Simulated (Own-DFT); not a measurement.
Simulation results for GaN (wurtzite, strained, atoms displaced)

All values are calculated (Own-DFT development build). A calculation, not a measurement: plane-wave PBE density functional theory by an unreviewed code, no spin, of a simulated periodic cell, stress positive in tension, free energy of the whole cell less one offset for each atom, forces on such cells passed a denser k mesh, this cell's mesh not checked; offsets are fitted by least squares, one for each functional and potential file, so energies compare only between cells with the same atoms and settings and are not formation energies; the far tail of each file's local potential was reset to the Coulomb form; each entry is a single point on an unrelaxed cell, so the pressure reflects the starting lattice, mostly measured values (interpolated for alloys), from which strain is counted, and rises with the displacements; printed positions are rounded, which can move forces by about a meV/angstrom; the program, named Own-DFT, is a retired in-house code; no spin-orbit coupling.

Settings shared by all entries: functional PBE; potential files PseudoDojo norm-conserving, scalar-relativistic, standard set with the stringent files for Ga; wave cutoff 96 hartree; occupations Gaussian; smearing width 0.01 eV; k mesh 3 x 4 x 3 centred on Gamma.

(1) GaN (wurtzite, strained, atoms displaced)

```
cell vectors (Å)
  12.6160     0.2486    -0.1941
  -4.5695     8.0779     0.1227
  -0.1578     0.0624    10.4561
atoms (fractions of the cell vectors)
Ga  0.08191  0.22086  0.00019
Ga  0.17159  0.11711  0.26196
N   0.08632  0.22650  0.19692
N   0.16591  0.10969  0.43550
Ga  0.08500  0.22177  0.50179
Ga  0.16418  0.10784  0.74962
N   0.08881  0.22719  0.68388
N   0.16847  0.10791  0.93461
Ga  0.08338  0.55784  0.00686
Ga  0.15639  0.43493  0.23747
N   0.08736  0.56052  0.18501
N   0.16612  0.43781  0.44124
Ga  0.08388  0.55542  0.50076
Ga  0.16591  0.45089  0.74742
N   0.08215  0.54463  0.68925
N   0.17008  0.44638  0.92971
Ga  0.07631  0.88028  0.00026
Ga  0.17276  0.77741  0.25303
N   0.08854  0.89499  0.18849
N   0.15999  0.77582  0.43801
Ga  0.08589  0.88427  0.49735
Ga  0.16700  0.77854  0.74395
N   0.08409  0.89204  0.68412
N   0.16154  0.78276  0.94181
Ga  0.33095  0.23463  0.99549
Ga  0.40697  0.09555  0.24796
N   0.32993  0.22434  0.18568
N   0.41899  0.11337  0.43767
Ga  0.32153  0.21377  0.50127
Ga  0.42779  0.11621  0.74340
N   0.32903  0.22098  0.69185
N   0.40773  0.11428  0.93401
Ga  0.33907  0.56610  0.99843
Ga  0.41583  0.44215  0.25564
N   0.32781  0.54715  0.18536
N   0.41261  0.43609  0.43359
Ga  0.34595  0.56171  0.49444
Ga  0.41737  0.45330  0.74531
N   0.34514  0.57341  0.69208
N   0.42157  0.44118  0.93469
Ga  0.33807  0.88363  0.00436
Ga  0.41431  0.77770  0.25183
N   0.33028  0.88216  0.19732
N   0.41810  0.77549  0.45220
Ga  0.33237  0.89091  0.49797
Ga  0.42111  0.78667  0.75392
N   0.32790  0.88360  0.68950
N   0.41888  0.77773  0.93960
Ga  0.57963  0.21787  0.99194
Ga  0.66901  0.11931  0.24241
N   0.57444  0.21755  0.19343
N   0.66419  0.10753  0.44071
Ga  0.58397  0.22164  0.50495
Ga  0.67456  0.12399  0.75543
N   0.58555  0.22159  0.69029
N   0.67046  0.10652  0.93216
Ga  0.58360  0.55647  0.00373
Ga  0.67102  0.44977  0.24860
N   0.58141  0.55246  0.18886
N   0.67122  0.44558  0.44321
Ga  0.58682  0.55583  0.49942
Ga  0.66523  0.45268  0.75724
N   0.57928  0.55799  0.69020
N   0.66921  0.45035  0.93360
Ga  0.58254  0.87526  0.99580
Ga  0.66488  0.77463  0.25743
N   0.58235  0.88551  0.19229
N   0.66561  0.77831  0.43983
Ga  0.57789  0.88950  0.50176
Ga  0.66714  0.77406  0.75048
N   0.58426  0.88200  0.68655
N   0.66419  0.77808  0.94573
Ga  0.83414  0.22581  0.99886
Ga  0.91565  0.09891  0.24346
N   0.83639  0.22039  0.18462
N   0.92195  0.11025  0.43390
Ga  0.83458  0.22577  0.50284
Ga  0.92017  0.10145  0.73989
N   0.83139  0.22210  0.68938
N   0.91783  0.10241  0.94237
Ga  0.83394  0.56460  0.99959
Ga  0.91738  0.44602  0.25167
N   0.82627  0.55284  0.18726
N   0.91509  0.44110  0.43801
Ga  0.82917  0.55117  0.50926
Ga  0.91739  0.42964  0.74500
N   0.83831  0.55844  0.68754
N   0.92070  0.44945  0.94297
Ga  0.83369  0.88434  0.99868
Ga  0.92199  0.78441  0.25052
N   0.83483  0.89202  0.18421
N   0.91291  0.77837  0.43903
Ga  0.82360  0.87655  0.49930
Ga  0.91342  0.77064  0.75735
N   0.83262  0.88484  0.68883
N   0.91640  0.77629  0.94670
```

It finds free energy of cell above offsets -2.112 eV; pressure 10.91 GPa; stress xx -12.79 GPa; stress yy -14.51 GPa; stress zz -5.42 GPa; stress yz 1.26 GPa; stress xz -3.18 GPa; stress xy 5.78 GPa.

Force:
| element | x (eV/Å) | y (eV/Å) | z (eV/Å) |
| --- | --- | --- | --- |
| Ga | 0.942 | 0.076 | 0.007 |
| Ga | 0.214 | -0.407 | -2.706 |
| N | -0.702 | -2.832 | -2.193 |
| N | -0.233 | -0.827 | 1.465 |
| Ga | -0.61 | -0.328 | -0.515 |
| Ga | 0.968 | 0.309 | 0.657 |
| N | -1.19 | -0.351 | 0.493 |
| N | -1.272 | -0.037 | 0.479 |
| Ga | 0.519 | 0.149 | -2.049 |
| Ga | 1.972 | 2.057 | 2.75 |
| N | -1.835 | 0.142 | 1.027 |
| N | 0.373 | 1.838 | -0.951 |
| Ga | 0.424 | -1.099 | -0.126 |
| Ga | 3.838 | -1.178 | 0.577 |
| N | -2.989 | 2.356 | -1.379 |
| N | -0.23 | 0.212 | 1.658 |
| Ga | 0.825 | 2.441 | 1.043 |
| Ga | -1.814 | -0.382 | -0.105 |
| N | -0.486 | -0.461 | 0.36 |
| N | 2.535 | -0.445 | -0.576 |
| Ga | -2.951 | 0.789 | 0.846 |
| Ga | -0.234 | -0.573 | 1.599 |
| N | -0.904 | -0.938 | 0.114 |
| N | 2.575 | -1.037 | -0.981 |
| Ga | 0.092 | -2.094 | 1.002 |
| Ga | 0.158 | 3.019 | 0.57 |
| N | 0.409 | -0.443 | 0.175 |
| N | -0.633 | -0.298 | 0.166 |
| Ga | 1.855 | 0.843 | 0.886 |
| Ga | -2.675 | -0.989 | 1.097 |
| N | 0.658 | 0.526 | -1.03 |
| N | 2.298 | -0.833 | 0.223 |
| Ga | -0.029 | -2.891 | 0.238 |
| Ga | 0.352 | -0.332 | -1.521 |
| N | -0.339 | 1.258 | 0.17 |
| N | 1.36 | 0.446 | 1.273 |
| Ga | -2.234 | -2.16 | 1.683 |
| Ga | 0.566 | -1.779 | 1.019 |
| N | -2.103 | -1.283 | -1.247 |
| N | -0.711 | 2.394 | -0.228 |
| Ga | -2.554 | 1.306 | -0.487 |
| Ga | 2.217 | -1.373 | 0.832 |
| N | -0.203 | -0.047 | -1.83 |
| N | -1.162 | 1.298 | -2.71 |
| Ga | -0.102 | -0.37 | 0.887 |
| Ga | 0.562 | 0.004 | -0.635 |
| N | 0.408 | 1.262 | -0.68 |
| N | 0.132 | 1.093 | -0.451 |
| Ga | -0.422 | 0.002 | 0.983 |
| Ga | 0.669 | -1.045 | 1.115 |
| N | 0.098 | 0.702 | -1.473 |
| N | 0.587 | 0.852 | -0.631 |
| Ga | -0.091 | -0.02 | -0.862 |
| Ga | 0.515 | -2.28 | -1.132 |
| N | -0.232 | 1.433 | -0.35 |
| N | -0.911 | 0.091 | 1.668 |
| Ga | -0.18 | -0.736 | 0.073 |
| Ga | -0.655 | -1.552 | 1.003 |
| N | -0.589 | 0.563 | 0.306 |
| N | -0.722 | -0.446 | -0.758 |
| Ga | -0.879 | -0.729 | 0.337 |
| Ga | 1.144 | -0.646 | -1.654 |
| N | 0.837 | -0.279 | -1.101 |
| N | 0.23 | -0.44 | 1.479 |
| Ga | -1.828 | 2.578 | 1.987 |
| Ga | 0.698 | 0.159 | -1.042 |
| N | -0.885 | 0.44 | -0.84 |
| N | -0.866 | -0.566 | -0.038 |
| Ga | 1.423 | 0.469 | 0.466 |
| Ga | 0.021 | 0.694 | 0.725 |
| N | -0.979 | 1.856 | 0.725 |
| N | 2.875 | -1.176 | -2.005 |
| Ga | 0.673 | -0.456 | 0.069 |
| Ga | 0.14 | 2.177 | 1.515 |
| N | -0.947 | 0.574 | 0.275 |
| N | -1.193 | -0.615 | 0.718 |
| Ga | 0.332 | -1.645 | -1.023 |
| Ga | -0.125 | 1.432 | 1.424 |
| N | 0.926 | -1.478 | -0.714 |
| N | -0.647 | 1.136 | -1.402 |
| Ga | 0.545 | -2.627 | 0.75 |
| Ga | 0.195 | -0.344 | -0.301 |
| N | 1.364 | 1.013 | -0.284 |
| N | 0.018 | 1.052 | 0.073 |
| Ga | 1.021 | 0.963 | -1.479 |
| Ga | -0.228 | 2.66 | 1.85 |
| N | -0.74 | -1.036 | 1.379 |
| N | -0.522 | -0.356 | -1.076 |
| Ga | -1.304 | 0.479 | 0.814 |
| Ga | 0.256 | -0.667 | 0.391 |
| N | -0.623 | -2.12 | -0.03 |
| N | 1.188 | -0.638 | -0.261 |
| Ga | 1.204 | 2.121 | 0.21 |
| Ga | 1.322 | 0.764 | -0.634 |
| N | -0.494 | -0.798 | -0.188 |
| N | -0.275 | 0.456 | -1.95 |

(2) GaN (wurtzite, strained, atoms displaced)

```
cell vectors (Å)
  12.8065    -0.0003     0.2492
  -4.8026     8.4503     0.0328
   0.2026     0.1581    10.1798
atoms (fractions of the cell vectors)
Ga  0.08363  0.21592  0.99598
Ga  0.16654  0.12493  0.25358
N   0.07297  0.21495  0.19563
N   0.16645  0.11645  0.43737
Ga  0.08393  0.21970  0.50041
Ga  0.17150  0.10785  0.75626
N   0.08231  0.22421  0.68659
N   0.16689  0.11188  0.93373
Ga  0.08096  0.54303  0.99574
Ga  0.16264  0.43728  0.24662
N   0.07743  0.53917  0.18263
N   0.16568  0.45690  0.44637
Ga  0.08490  0.55577  0.49123
Ga  0.16411  0.44492  0.75550
N   0.08360  0.56061  0.69110
N   0.17293  0.45620  0.95159
Ga  0.07372  0.88648  0.00229
Ga  0.17410  0.77632  0.24624
N   0.08340  0.88709  0.19550
N   0.17076  0.77411  0.44308
Ga  0.08447  0.88659  0.49371
Ga  0.16119  0.77400  0.74729
N   0.08861  0.89233  0.68736
N   0.16601  0.78733  0.94163
Ga  0.33541  0.23352  0.99757
Ga  0.41637  0.11358  0.25128
N   0.34058  0.22377  0.18601
N   0.41859  0.11499  0.43796
Ga  0.32772  0.22125  0.49896
Ga  0.41235  0.10944  0.74417
N   0.33449  0.22510  0.68738
N   0.41558  0.11507  0.94345
Ga  0.33206  0.55785  0.99931
Ga  0.41369  0.45379  0.25129
N   0.33947  0.55476  0.18117
N   0.41838  0.44580  0.44183
Ga  0.33249  0.56387  0.50161
Ga  0.41126  0.43892  0.76605
N   0.32812  0.55373  0.68812
N   0.41684  0.44271  0.93876
Ga  0.34039  0.89155  0.98808
Ga  0.41794  0.78455  0.24902
N   0.33900  0.89429  0.19194
N   0.42149  0.78700  0.43939
Ga  0.33396  0.89232  0.49939
Ga  0.41353  0.77909  0.74816
N   0.33105  0.89300  0.68784
N   0.41002  0.77886  0.95200
Ga  0.58409  0.22733  0.99654
Ga  0.66904  0.10988  0.24807
N   0.57546  0.21796  0.19184
N   0.66487  0.10149  0.44178
Ga  0.58817  0.21844  0.50040
Ga  0.66408  0.10502  0.75200
N   0.57770  0.21974  0.68436
N   0.66240  0.11180  0.93406
Ga  0.58794  0.55725  0.00727
Ga  0.66071  0.43849  0.24850
N   0.58359  0.55420  0.19692
N   0.67088  0.44944  0.44335
Ga  0.58252  0.55726  0.49926
Ga  0.66171  0.43919  0.74581
N   0.58272  0.54935  0.68908
N   0.65744  0.44650  0.94573
Ga  0.58596  0.88396  0.99947
Ga  0.66520  0.77510  0.25763
N   0.58858  0.89715  0.18833
N   0.66867  0.77756  0.44748
Ga  0.58151  0.89103  0.49917
Ga  0.66530  0.77843  0.74578
N   0.58860  0.89093  0.68005
N   0.66647  0.77811  0.93362
Ga  0.83569  0.22038  0.00463
Ga  0.91199  0.10179  0.24891
N   0.83216  0.21708  0.18756
N   0.90754  0.10333  0.44391
Ga  0.83470  0.22612  0.50215
Ga  0.91892  0.12281  0.74925
N   0.82571  0.21511  0.69117
N   0.91326  0.12366  0.93306
Ga  0.83934  0.55457  0.99837
Ga  0.92608  0.45156  0.25450
N   0.83173  0.54459  0.19720
N   0.91950  0.44496  0.44595
Ga  0.83943  0.56283  0.50559
Ga  0.92132  0.44567  0.75055
N   0.83743  0.55583  0.67879
N   0.92166  0.44540  0.93266
Ga  0.82607  0.88033  0.99625
Ga  0.91417  0.77395  0.24149
N   0.83102  0.88865  0.18327
N   0.91125  0.77421  0.44445
Ga  0.82359  0.87556  0.50083
Ga  0.91100  0.77662  0.74997
N   0.83451  0.88777  0.68943
N   0.91396  0.77176  0.93831
```

It finds free energy of cell above offsets -2.915 eV; pressure 6.52 GPa; stress xx -6.37 GPa; stress yy 0.1 GPa; stress zz -13.29 GPa; stress yz 2.88 GPa; stress xz 4.27 GPa; stress xy 1.16 GPa.

Force:
| element | x (eV/Å) | y (eV/Å) | z (eV/Å) |
| --- | --- | --- | --- |
| Ga | -1.284 | 0.769 | 0.473 |
| Ga | 1.504 | -1.4 | -1.287 |
| N | 1.543 | 1.063 | -1.409 |
| N | 0.495 | -0.719 | 0.542 |
| Ga | -1.659 | 0.51 | -0.139 |
| Ga | -1.087 | -0.214 | -2.773 |
| N | 0.896 | 0.388 | 1.171 |
| N | -0.077 | -0.021 | 2.472 |
| Ga | -1.658 | 2.664 | 0.19 |
| Ga | 0.429 | 0.524 | 0.578 |
| N | 1.503 | 2.153 | 0.612 |
| N | 2.85 | -2.388 | -1.977 |
| Ga | -1.815 | 0.752 | 2.088 |
| Ga | -0.161 | -0.136 | -0.663 |
| N | 0.948 | -0.548 | -0.482 |
| N | 0.82 | -2.746 | -1.897 |
| Ga | 1.717 | 0.314 | 0.191 |
| Ga | -1.023 | -0.128 | -0.154 |
| N | 0.101 | 0.567 | -0.346 |
| N | -0.757 | 0.678 | -1.084 |
| Ga | -0.707 | 0.06 | 0.368 |
| Ga | 0.195 | 0.472 | 0.831 |
| N | -1.109 | 0.022 | -0.096 |
| N | 0.587 | -1.167 | -0.098 |
| Ga | 0.519 | -2.205 | 0.853 |
| Ga | -0.495 | -0.82 | -0.06 |
| N | -2.214 | 0.887 | 0.537 |
| N | -0.309 | -0.187 | 0.886 |
| Ga | 1.141 | 0.612 | -0.129 |
| Ga | 0.138 | 0.261 | 0.896 |
| N | -0.29 | 0.255 | 0.566 |
| N | 0.195 | 0.064 | -1.201 |
| Ga | 0.933 | 0.248 | -0.374 |
| Ga | 1.769 | -1.748 | 0.584 |
| N | -2.054 | 0.845 | 1.592 |
| N | -1.124 | 0.29 | -0.224 |
| Ga | 0.613 | -0.525 | -0.504 |
| Ga | 0.392 | 0.556 | -4.718 |
| N | 0.85 | 0.622 | 1.368 |
| N | -0.234 | 1.748 | 2.618 |
| Ga | -3.779 | 1.732 | 1.907 |
| Ga | 0.516 | -0.382 | -0.268 |
| N | -0.287 | -0.237 | -0.844 |
| N | -0.247 | -0.96 | -0.08 |
| Ga | 0.083 | 0.49 | -0.335 |
| Ga | 0.377 | -0.159 | 0.088 |
| N | 0.66 | -0.523 | 0.506 |
| N | 3.639 | -1.224 | -2.403 |
| Ga | -0.5 | -0.876 | 0.665 |
| Ga | -1.177 | 0.492 | 0.401 |
| N | 2.22 | 0.857 | -0.646 |
| N | 0.337 | 1.732 | -0.821 |
| Ga | -1.106 | 0.879 | -1.083 |
| Ga | -1.021 | 0.182 | -1.082 |
| N | 1.132 | -0.007 | 1.378 |
| N | 0.789 | -0.259 | 1.675 |
| Ga | -1.868 | 0.723 | -0.105 |
| Ga | 0.782 | -0.428 | 1.146 |
| N | -0.407 | 0.985 | -0.48 |
| N | 0.126 | -0.676 | -0.431 |
| Ga | 0.322 | -1.073 | 0.351 |
| Ga | 0.616 | 0.131 | 0.144 |
| N | -1.101 | 0.904 | 0.581 |
| N | 3.132 | -0.379 | -1.437 |
| Ga | -1.35 | 1.066 | 0.059 |
| Ga | -0.234 | 0.163 | -0.559 |
| N | 0.291 | -1.332 | 0.27 |
| N | -1.603 | -0.497 | -1.183 |
| Ga | 0.605 | -0.692 | -0.688 |
| Ga | 0.378 | -0.902 | -0.569 |
| N | -1.178 | -0.435 | 2.326 |
| N | -0.06 | -0.675 | 0.662 |
| Ga | -2.226 | 0.828 | -0.778 |
| Ga | -1.339 | -0.146 | 1.071 |
| N | 0.435 | 1 | 1 |
| N | 1.185 | 0.263 | -0.538 |
| Ga | -0.286 | -0.904 | -0.201 |
| Ga | -0.166 | -1.488 | -1.099 |
| N | 0.826 | 1.579 | -0.155 |
| N | 2.779 | -1.91 | 0.918 |
| Ga | -0.946 | -0.871 | 0.704 |
| Ga | -2.102 | -1.897 | 0.424 |
| N | -0.053 | 0.986 | -1.383 |
| N | -0.142 | 0.14 | -0.769 |
| Ga | -0.772 | -1.206 | -3.103 |
| Ga | -1.368 | -0.699 | -1.531 |
| N | -0.37 | -0.163 | 4.6 |
| N | -0.684 | -0.558 | 1.478 |
| Ga | 0.217 | 1.166 | -0.441 |
| Ga | -0.134 | -0.431 | 1.461 |
| N | 0.382 | -0.538 | 0.491 |
| N | 1.182 | 0.971 | -1.5 |
| Ga | 1.268 | 1.861 | 0.569 |
| Ga | 1.174 | -0.189 | -1.066 |
| N | -0.479 | 0.713 | 0.579 |
| N | -0.551 | 0.502 | 0.325 |
